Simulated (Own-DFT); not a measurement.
# Point defects and the pressure they add: C11b WSi2

Source: density functional calculations with Own-DFT, an unreviewed in-house program that is no longer used. Nothing was measured or relaxed, and spin and spin-orbit coupling are left out.

Settings: PBE; PseudoDojo norm-conserving scalar-relativistic files; cutoff 50 hartree; 5 x 5 x 5 k mesh centred on Gamma; cold (Marzari-Vanderbilt) smearing of 0.2 eV.

Known weak points: forces on such cells failed a check on a denser k mesh; stress not checked against mesh or cutoff.

All runs share one cell, with vectors in Å (-2.148, -5.953, 3.409); (-6.444, 2.976, 1.136); (-2.553, -2.948, -6.757) and a volume of 403.2 Å³. The atoms are randomly displaced, by u rms on each axis. The defect's site can differ from row to row.

| cell | formula | u (Å) | P (GPa) |
|---|---|---|---|
| no defect | Si20W10 | 0.0195 | 4.33 |
| no defect | Si20W10 | 0.0221 | 4.47 |
| no defect | Si20W10 | 0.0526 | 6.18 |
| one W on a Si site | Si19W11 | 0.0284 | 9.71 |
| one W on a Si site | Si19W11 | 0.0305 | 9.98 |
| one W on a Si site | Si19W11 | 0.0469 | 10.77 |
| one W on a Si site | Si19W11 | 0.0486 | ? |
| one W vacancy | Si20W9 | 0.0302 | 3.31 |
| one W vacancy | Si20W9 | 0.0312 | 3.27 |
| one W vacancy | Si20W9 | 0.0506 | 4.79 |
| one Si on a W site | Si21W9 | 0.0302 | 6.25 |
| one Si on a W site | Si21W9 | 0.0428 | 6.55 |
| one Si on a W site | Si21W9 | 0.0590 | 8.66 |
| one Si vacancy | Si19W10 | 0.0293 | 2.99 |
| one Si vacancy | Si19W10 | 0.0311 | 3.44 |
| one Si vacancy | Si19W10 | 0.0526 | 4.35 |

## Working it out

P = P0 + c u² + a shift for each defect gives P0 = 4.00 GPa, c = 815 ± 69 GPa/Å² and a scatter of 0.24 GPa. The shifts, and each times the cell's volume:

- one W on a Si site: 5.08 ± 0.20 GPa, 12.8 eV
- one Si on a W site: 1.46 ± 0.20 GPa, 3.7 eV
- one W vacancy: -1.42 ± 0.20 GPa, -3.6 eV
- one Si vacancy: -1.66 ± 0.20 GPa, -4.2 eV

A positive shift means that the defect pushes the cell outwards. Shift times volume (160.2 GPa Å³ is 1 eV) depends little on the cell's size, so, taken for each site, it can be compared between cells at like pressure. The atoms around the defects weren't relaxed, which would change these numbers.

## Prediction

Q: what pressure belongs in the blank (one W on a Si site, u = 0.0486 Å)?

Estimate: 11.01 ± 0.29 GPa. The run itself gave 10.21 GPa.
